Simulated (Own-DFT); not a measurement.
## Calculated data, GaP (zincblende, strongly disordered by large displacements), InAs (zincblende, strongly disordered by large displacements)

All values are calculated (Own-DFT development build). A calculation, not a measurement: plane-wave PBE density functional theory by an unreviewed code, no spin, of a simulated periodic cell, stress positive in tension, free energy of the whole cell less one offset for each atom, forces on such cells passed a denser k mesh, this cell's mesh not checked; broken bonds can close the gap or carry spin, so checks made on this kind of crystal may not hold here; offsets are fitted by least squares, one for each functional and potential file, so energies compare only between cells with the same atoms and settings and are not formation energies; the far tail of each file's local potential was reset to the Coulomb form; each entry is a single point on an unrelaxed cell, so the pressure reflects the starting lattice, mostly measured values (interpolated for alloys), from which strain is counted, and rises with the displacements; printed positions are rounded, which can move forces by about a meV/angstrom; the program, named Own-DFT, is a retired in-house code; no spin-orbit coupling.

Common to all runs: functional PBE; potential files PseudoDojo norm-conserving, scalar-relativistic, standard set; wave cutoff 42 hartree; occupations Fermi-Dirac; smearing width 0.1 eV; k mesh 3 x 3 x 3 centred on Gamma.

```json
{"entry": 1, "formula": "GaP", "kind": "zincblende, strongly disordered by large displacements", "structure": {"cell_angstrom": [[10.901, 0.0, 0.0], [0.0, 10.901, 0.0], [0.0, 0.0, 10.901]], "atoms_fractional": [["Ga", 0.0174, 0.01116, 0.98407], ["Ga", 0.99929, 0.2278, 0.26635], ["Ga", 0.24622, 0.95451, 0.28848], ["Ga", 0.25377, 0.22088, 0.0228], ["P", 0.11837, 0.14304, 0.1547], ["P", 0.08785, 0.37723, 0.38374], ["P", 0.41325, 0.13495, 0.39666], ["P", 0.34466, 0.34073, 0.12766], ["Ga", 0.00563, 0.99975, 0.49423], ["Ga", 0.983, 0.24034, 0.73354], ["Ga", 0.27248, 0.00678, 0.83249], ["Ga", 0.26929, 0.19634, 0.48983], ["P", 0.11278, 0.1318, 0.6634], ["P", 0.09863, 0.36397, 0.83001], ["P", 0.36491, 0.16292, 0.86635], ["P", 0.37997, 0.39633, 0.58968], ["Ga", 0.01123, 0.50334, 0.98799], ["Ga", 0.96052, 0.77887, 0.2763], ["Ga", 0.27974, 0.47351, 0.23822], ["Ga", 0.22737, 0.77775, 0.98438], ["P", 0.1267, 0.64168, 0.16787], ["P", 0.11456, 0.88487, 0.3975], ["P", 0.37282, 0.59942, 0.33367], ["P", 0.33214, 0.84783, 0.16896], ["Ga", 0.03027, 0.47708, 0.5279], ["Ga", 0.96708, 0.77869, 0.78238], ["Ga", 0.21182, 0.50602, 0.79717], ["Ga", 0.25266, 0.74054, 0.48761], ["P", 0.10895, 0.61929, 0.61333], ["P", 0.1341, 0.83116, 0.83433], ["P", 0.36545, 0.59369, 0.94207], ["P", 0.38935, 0.85011, 0.64654], ["Ga", 0.51737, 0.94217, 0.03596], ["Ga", 0.50019, 0.2467, 0.28104], ["Ga", 0.75974, 0.97854, 0.27109], ["Ga", 0.75016, 0.30346, 0.98511], ["P", 0.60336, 0.15716, 0.11077], ["P", 0.63368, 0.41215, 0.36857], ["P", 0.89027, 0.13807, 0.39513], ["P", 0.92691, 0.30699, 0.11679], ["Ga", 0.46898, 0.00699, 0.51652], ["Ga", 0.47042, 0.28632, 0.76867], ["Ga", 0.74016, 0.99747, 0.75438], ["Ga", 0.74236, 0.25723, 0.5297], ["P", 0.61549, 0.11459, 0.66676], ["P", 0.60933, 0.37449, 0.86179], ["P", 0.84135, 0.11726, 0.85174], ["P", 0.87157, 0.35627, 0.64292], ["Ga", 0.53028, 0.51556, 0.96952], ["Ga", 0.56247, 0.77093, 0.26499], ["Ga", 0.75468, 0.43843, 0.2317], ["Ga", 0.75552, 0.70396, 0.0323], ["P", 0.59406, 0.59735, 0.13644], ["P", 0.5912, 0.85845, 0.42493], ["P", 0.8781, 0.63924, 0.36452], ["P", 0.9066, 0.88354, 0.05824], ["Ga", 0.50693, 0.53317, 0.5076], ["Ga", 0.42536, 0.69121, 0.79727], ["Ga", 0.78078, 0.49496, 0.74885], ["Ga", 0.81045, 0.78384, 0.51037], ["P", 0.64388, 0.63259, 0.58128], ["P", 0.6835, 0.83995, 0.89605], ["P", 0.87147, 0.64189, 0.89652], ["P", 0.84729, 0.86291, 0.67303]]}, "settings": {"hardware": "one NVIDIA H100"}, "results": {"free_energy_of_cell_above_offsets [eV]": "25.275", "pressure [GPa]": 14.12, "stress_xx [GPa]": -14.25, "stress_yy [GPa]": -14.38, "stress_zz [GPa]": -13.72, "stress_yz [GPa]": -2.05, "stress_xz [GPa]": 1.02, "stress_xy [GPa]": -0.81, "force_element": ["Ga", "Ga", "Ga", "Ga", "P", "P", "P", "P", "Ga", "Ga", "Ga", "Ga", "P", "P", "P", "P", "Ga", "Ga", "Ga", "Ga", "P", "P", "P", "P", "Ga", "Ga", "Ga", "Ga", "P", "P", "P", "P", "Ga", "Ga", "Ga", "Ga", "P", "P", "P", "P", "Ga", "Ga", "Ga", "Ga", "P", "P", "P", "P", "Ga", "Ga", "Ga", "Ga", "P", "P", "P", "P", "Ga", "Ga", "Ga", "Ga", "P", "P", "P", "P"], "force_x [eV/angstrom]": [2.015, 0.081, 0.746, -2.904, 3.358, 3.498, -1.372, 5.395, -1.913, -2.393, -2.475, -5.766, 4.799, -0.273, 0.759, -1.063, 0.74, 2.855, -5.587, 1.792, -0.238, -0.692, 2.917, 4.044, -4.029, -0.422, 2.841, 0.404, 2.428, 3.522, -7.152, -1.331, 0.498, 3.255, -0.18, 1.006, 0.593, -3.149, -3.701, -3.495, 2.862, -0.622, -2.684, -1.898, -2.817, 3.533, 4.3, -0.602, 2.238, -2.068, 3.543, -1.858, 2.633, 2.504, -2.263, -3.702, -2.932, 2.918, -2.286, -2.371, 3.608, -3.289, 1.615, 0.226], "force_y [eV/angstrom]": [3.904, 1.671, 6.223, -1.53, -4.829, -2.353, -2.837, 1.049, 3.126, -1.86, -4.029, 3.998, -4.902, -1.287, -0.088, -1.403, -0.323, 3.083, 0.142, -2.422, -0.571, -4.522, 4.731, -2.994, -1.495, -3.512, 3.226, -0.992, 4.412, 3.745, -0.06, -0.046, 0.849, 3.878, 0.923, -3.034, -1.334, -3.094, -2.075, 4.693, -3.112, 0.208, -2.199, -1.058, 2.43, 2.013, 4.094, 3.631, -1.589, -2.357, 1.201, 1.034, 0.903, 1.809, -3.643, -4.076, -1.905, 3.677, 2.383, -2.942, 2.12, 0.941, -4.156, 2.534], "force_z [eV/angstrom]": [-1.673, 5.184, -0.204, -2.385, -3.374, -3.537, -2.794, 0.733, 4.549, 2.946, -2.856, 4.108, -3.719, 4.497, 2.631, 1.952, 1.394, -3.719, 0.469, 5.832, -2.077, 0.382, 4.417, -4.583, 0.693, 0.335, -2.552, 0.576, 3.634, -1.9, 1.884, 0.086, 0.115, -4.683, -0.759, 1.617, 0.521, 4.254, 1.885, -5.154, 4.249, -5.272, 0.384, -1.884, -2.789, -0.373, 4.065, -3.147, 0.931, -4.2, -3.867, 3.097, 2.104, 3.184, 2.474, 4.182, -2.569, -4.995, 0.701, -4.293, 3.687, 0.0, -2.338, -2.05], "wall_time [s]": 591.9}}
{"entry": 2, "formula": "InAs", "kind": "zincblende, strongly disordered by large displacements", "structure": {"cell_angstrom": [[12.1166, 0.0, 0.0], [0.0, 12.1166, 0.0], [0.0, 0.0, 12.1166]], "atoms_fractional": [["In", 0.99185, 0.98197, 0.02213], ["In", 0.97809, 0.17681, 0.22233], ["In", 0.26195, 0.01991, 0.26506], ["In", 0.27513, 0.27358, 0.02865], ["As", 0.13949, 0.14422, 0.12872], ["As", 0.12541, 0.30978, 0.35918], ["As", 0.36161, 0.15742, 0.35455], ["As", 0.35878, 0.37984, 0.15695], ["In", 0.00902, 0.95354, 0.51772], ["In", 0.99865, 0.23976, 0.7397], ["In", 0.2914, 0.01312, 0.74472], ["In", 0.25609, 0.26996, 0.486], ["As", 0.10124, 0.08403, 0.66331], ["As", 0.10887, 0.38132, 0.8709], ["As", 0.38855, 0.12835, 0.91095], ["As", 0.3594, 0.41231, 0.65357], ["In", 0.00602, 0.52989, 0.96487], ["In", 0.02808, 0.71316, 0.25682], ["In", 0.20275, 0.46536, 0.2405], ["In", 0.25265, 0.73397, 0.00424], ["As", 0.11516, 0.59651, 0.14111], ["As", 0.11048, 0.84833, 0.40338], ["As", 0.36739, 0.58163, 0.36714], ["As", 0.3778, 0.88527, 0.08266], ["In", 0.02905, 0.50276, 0.56054], ["In", 0.04386, 0.81544, 0.74133], ["In", 0.24217, 0.55333, 0.75883], ["In", 0.22029, 0.72931, 0.48877], ["As", 0.14234, 0.63493, 0.62496], ["As", 0.09939, 0.90923, 0.88836], ["As", 0.37487, 0.61168, 0.87287], ["As", 0.36965, 0.87092, 0.62524], ["In", 0.52956, 0.97341, 0.0283], ["In", 0.50659, 0.30065, 0.24294], ["In", 0.74768, 0.03321, 0.27701], ["In", 0.75359, 0.2662, 0.00475], ["As", 0.60401, 0.11015, 0.13081], ["As", 0.63019, 0.35512, 0.36907], ["As", 0.86302, 0.11292, 0.44759], ["As", 0.88667, 0.33855, 0.11049], ["In", 0.47812, 0.00458, 0.52527], ["In", 0.49639, 0.30289, 0.73964], ["In", 0.76447, 0.99972, 0.78694], ["In", 0.77473, 0.28132, 0.46409], ["As", 0.61173, 0.11609, 0.59208], ["As", 0.62085, 0.36379, 0.88901], ["As", 0.8301, 0.1608, 0.87282], ["As", 0.91328, 0.39775, 0.65657], ["In", 0.49566, 0.48601, 0.95332], ["In", 0.50224, 0.73537, 0.22881], ["In", 0.76775, 0.45258, 0.29151], ["In", 0.72156, 0.76307, 0.95322], ["As", 0.64261, 0.6215, 0.1832], ["As", 0.68993, 0.88627, 0.3761], ["As", 0.88899, 0.65308, 0.38461], ["As", 0.84957, 0.8938, 0.12126], ["In", 0.51828, 0.49317, 0.49665], ["In", 0.51206, 0.76437, 0.73489], ["In", 0.75829, 0.48439, 0.71612], ["In", 0.71225, 0.73436, 0.53655], ["As", 0.62193, 0.61595, 0.66716], ["As", 0.64244, 0.86266, 0.81968], ["As", 0.87627, 0.65438, 0.88456], ["As", 0.89545, 0.84545, 0.6326]]}, "settings": {"hardware": "one NVIDIA H200"}, "results": {"free_energy_of_cell_above_offsets [eV]": "23.336", "pressure [GPa]": 13.19, "stress_xx [GPa]": -15.76, "stress_yy [GPa]": -12.59, "stress_zz [GPa]": -11.2, "stress_yz [GPa]": -0.5, "stress_xz [GPa]": -1.73, "stress_xy [GPa]": 0.88, "force_element": ["In", "In", "In", "In", "As", "As", "As", "As", "In", "In", "In", "In", "As", "As", "As", "As", "In", "In", "In", "In", "As", "As", "As", "As", "In", "In", "In", "In", "As", "As", "As", "As", "In", "In", "In", "In", "As", "As", "As", "As", "In", "In", "In", "In", "As", "As", "As", "As", "In", "In", "In", "In", "As", "As", "As", "As", "In", "In", "In", "In", "As", "As", "As", "As"], "force_x [eV/angstrom]": [-0.779, -3.255, -1.8, -2.071, 1.926, -4.213, 3.423, 1.63, -1.475, -0.127, -0.976, 2.167, 1.51, 2.019, 0.527, -0.848, -0.319, -1.978, 0.86, -1.076, 0.617, 0.56, -0.516, -3.913, -0.037, 0.93, -1.704, 6.892, -2.101, 6.017, 2.043, -1.501, 2.068, -0.664, 1.412, -4.707, 2.362, -3.427, 1.767, 2.919, -1.306, 0.727, 1.972, 1.882, 3.557, 2.739, 3.923, -1.608, -0.868, -3.499, 4.785, 1.823, 3.261, -3.102, -2.048, -1.559, -1.02, -5.233, -1.404, 2.348, -1.374, -1.947, -0.039, -6.176], "force_y [eV/angstrom]": [3.312, 0.8, -2.916, -2.329, -2.453, 1.619, 0.396, 3.666, 4.399, -1.034, 1.702, -0.032, -0.312, -0.574, 0.081, -0.232, -0.864, 3.645, -1.536, 0.25, 1.037, 2.079, 1.604, -2.516, -0.093, -4.143, -4.099, -1.041, 2.666, 0.151, 4.402, -2.638, -0.251, -4.282, 3.044, -0.819, 4.529, 0.596, -2.575, 3.183, -0.612, -3.706, 1.608, 0.197, 3.309, -0.71, -1.54, -3.376, 1.09, 2.527, 4.368, -2.514, -2.434, -4.486, -2.448, -1.564, 0.384, -1.258, 0.529, 1.999, -2.161, 2.716, -0.131, -0.211], "force_z [eV/angstrom]": [1.682, 2.778, -1.736, -4.302, -1.896, -1.913, 1.534, -1.234, 0.865, 2.026, 2.304, 4.88, -1.023, -0.104, -1.136, -2.904, 1.354, 1.108, 3.939, 0.033, -5.437, -6.546, -0.183, 3.399, -5.797, -0.687, 0.744, -1.786, 3.102, 0.992, 1.637, -0.924, -4.458, -1.929, -2.679, 2.068, 2.523, 3.515, -1.411, 3.542, -3.482, 0.031, -3.181, 3.664, 2.591, -2.051, -2.784, -0.405, 4.112, 1.331, -3.426, 5.735, -2.574, 2.841, 2.126, 1.514, 0.933, -0.582, 3.592, -2.296, -1.571, 0.689, -2.14, -0.607], "wall_time [s]": 1382.0}}
{"entry": 3, "formula": "GaP", "kind": "zincblende, strongly disordered by large displacements", "structure": {"cell_angstrom": [[10.901, 0.0, 0.0], [0.0, 10.901, 0.0], [0.0, 0.0, 10.901]], "atoms_fractional": [["Ga", 0.00271, 0.98582, 0.99137], ["Ga", 0.01729, 0.23583, 0.26201], ["Ga", 0.25245, 0.01717, 0.22996], ["Ga", 0.27495, 0.27908, 0.99988], ["P", 0.12557, 0.1338, 0.11959], ["P", 0.09852, 0.36378, 0.39063], ["P", 0.39729, 0.13696, 0.39905], ["P", 0.43028, 0.34107, 0.11304], ["Ga", 0.02677, 0.01244, 0.49387], ["Ga", 0.98342, 0.24918, 0.74718], ["Ga", 0.25757, 0.01207, 0.73932], ["Ga", 0.24521, 0.23227, 0.47654], ["P", 0.13124, 0.12757, 0.60732], ["P", 0.13369, 0.38212, 0.89731], ["P", 0.36657, 0.11962, 0.86442], ["P", 0.34396, 0.3334, 0.60821], ["Ga", 0.02851, 0.49473, 0.99765], ["Ga", 0.99429, 0.74583, 0.22143], ["Ga", 0.27097, 0.5086, 0.28041], ["Ga", 0.26652, 0.77552, 0.0048], ["P", 0.12688, 0.61947, 0.10616], ["P", 0.12933, 0.87667, 0.32966], ["P", 0.39032, 0.61686, 0.37133], ["P", 0.36033, 0.86522, 0.11134], ["Ga", 0.97684, 0.51031, 0.52347], ["Ga", 0.00221, 0.72761, 0.77213], ["Ga", 0.26102, 0.48942, 0.79048], ["Ga", 0.24317, 0.7425, 0.47387], ["P", 0.12068, 0.61169, 0.60844], ["P", 0.12016, 0.8813, 0.8716], ["P", 0.39471, 0.60532, 0.87458], ["P", 0.32733, 0.86886, 0.58904], ["Ga", 0.50576, 0.01049, 0.97309], ["Ga", 0.49413, 0.24895, 0.23808], ["Ga", 0.74569, 0.00396, 0.26716], ["Ga", 0.71704, 0.22939, 0.99434], ["P", 0.59677, 0.10816, 0.14344], ["P", 0.61802, 0.37865, 0.38153], ["P", 0.86542, 0.11908, 0.40641], ["P", 0.89284, 0.37001, 0.11748], ["Ga", 0.47653, 0.99815, 0.45052], ["Ga", 0.50176, 0.23436, 0.76204], ["Ga", 0.7794, 0.04514, 0.75022], ["Ga", 0.74945, 0.29557, 0.49251], ["P", 0.63336, 0.13886, 0.63529], ["P", 0.61347, 0.39939, 0.86747], ["P", 0.86043, 0.14876, 0.85318], ["P", 0.87394, 0.36275, 0.61685], ["Ga", 0.50709, 0.49655, 0.0126], ["Ga", 0.49809, 0.71949, 0.23943], ["Ga", 0.74386, 0.50494, 0.28584], ["Ga", 0.74634, 0.74921, 0.01406], ["P", 0.58367, 0.59792, 0.12241], ["P", 0.5907, 0.88681, 0.37683], ["P", 0.86285, 0.63602, 0.37369], ["P", 0.8735, 0.8201, 0.11178], ["Ga", 0.50886, 0.49514, 0.51352], ["Ga", 0.48528, 0.7611, 0.73933], ["Ga", 0.77225, 0.51372, 0.76399], ["Ga", 0.7466, 0.74536, 0.50375], ["P", 0.61035, 0.60923, 0.58442], ["P", 0.63404, 0.86337, 0.88287], ["P", 0.8948, 0.63176, 0.88825], ["P", 0.86443, 0.88355, 0.61836]]}, "settings": {"hardware": "one NVIDIA H100"}, "results": {"free_energy_of_cell_above_offsets [eV]": "8.018", "pressure [GPa]": 12.97, "stress_xx [GPa]": -12.73, "stress_yy [GPa]": -13.67, "stress_zz [GPa]": -12.51, "stress_yz [GPa]": -4.36, "stress_xz [GPa]": -5.42, "stress_xy [GPa]": -2.65, "force_element": ["Ga", "Ga", "Ga", "Ga", "P", "P", "P", "P", "Ga", "Ga", "Ga", "Ga", "P", "P", "P", "P", "Ga", "Ga", "Ga", "Ga", "P", "P", "P", "P", "Ga", "Ga", "Ga", "Ga", "P", "P", "P", "P", "Ga", "Ga", "Ga", "Ga", "P", "P", "P", "P", "Ga", "Ga", "Ga", "Ga", "P", "P", "P", "P", "Ga", "Ga", "Ga", "Ga", "P", "P", "P", "P", "Ga", "Ga", "Ga", "Ga", "P", "P", "P", "P"], "force_x [eV/angstrom]": [-1.538, -2.771, 1.226, -0.905, 0.226, 2.237, -4.847, -6.228, -2.381, 4.026, -2.141, -2.554, 0.068, 0.318, 0.303, 3.473, -5.019, 4.383, -4.778, -7.034, 2.944, -0.547, 1.269, 7.816, -0.377, 2.587, -0.376, -2.425, 1.919, 2.021, -0.199, 3.749, -0.318, 3.855, -0.039, 0.619, 2.811, -2.225, 0.205, -1.605, 0.409, 0.044, -6.313, -0.807, -0.388, 1.128, 4.851, 1.002, -4.384, -1.158, -0.03, -6.061, 9.651, 6.271, 2.347, 0.907, -8.302, 0.405, -1.215, -0.781, 6.991, -0.471, -3.244, 1.396], "force_y [eV/angstrom]": [1.607, -0.059, -0.818, -2.558, 0.084, 2.037, 7.939, 6.332, -3.615, 1.227, -1.841, 1.122, 0.971, -4.185, 1.253, 3.891, 1.025, -3.167, -3.508, -7.151, 1.943, -0.148, 1.675, 6.532, -0.433, 3.521, -0.429, -2.06, 1.576, -1.068, 3.093, 2.656, -1.841, -4.813, -0.827, 2.108, -1.446, -0.438, 1.066, -0.468, -4.996, 1.844, -9.307, -4.762, -0.293, -1.972, 4.101, 2.779, -5.362, 4.758, -0.936, -4.328, 5.977, -6.306, 0.638, 8.78, -8.049, -0.672, -0.915, 1.859, 8.188, 1.383, -2.956, -0.234], "force_z [eV/angstrom]": [1.361, -1.017, 0.364, 0.491, -1.499, -0.003, -6.16, -6.745, -1.605, -1.346, -1.373, -1.022, 3.714, -3.842, 1.96, 3.794, 2.091, 4.326, -3.318, -7.502, 2.798, 2.079, 3.719, 7.408, -2.195, -4.891, -4.295, -1.874, 2.468, -1.684, 0.374, 3.174, 1.371, 9.998, -0.226, 0.775, -1.867, -2.43, -1.737, 0.941, 7.94, -1.591, -8.077, 0.175, -1.72, -0.457, 10.66, 3.133, -7.298, 0.706, -3.527, -3.911, 6.008, -3.687, 0.308, 1.12, -3.789, -0.713, -1.309, 0.053, 7.704, -1.84, 2.629, 0.913], "wall_time [s]": 544.5}}
```
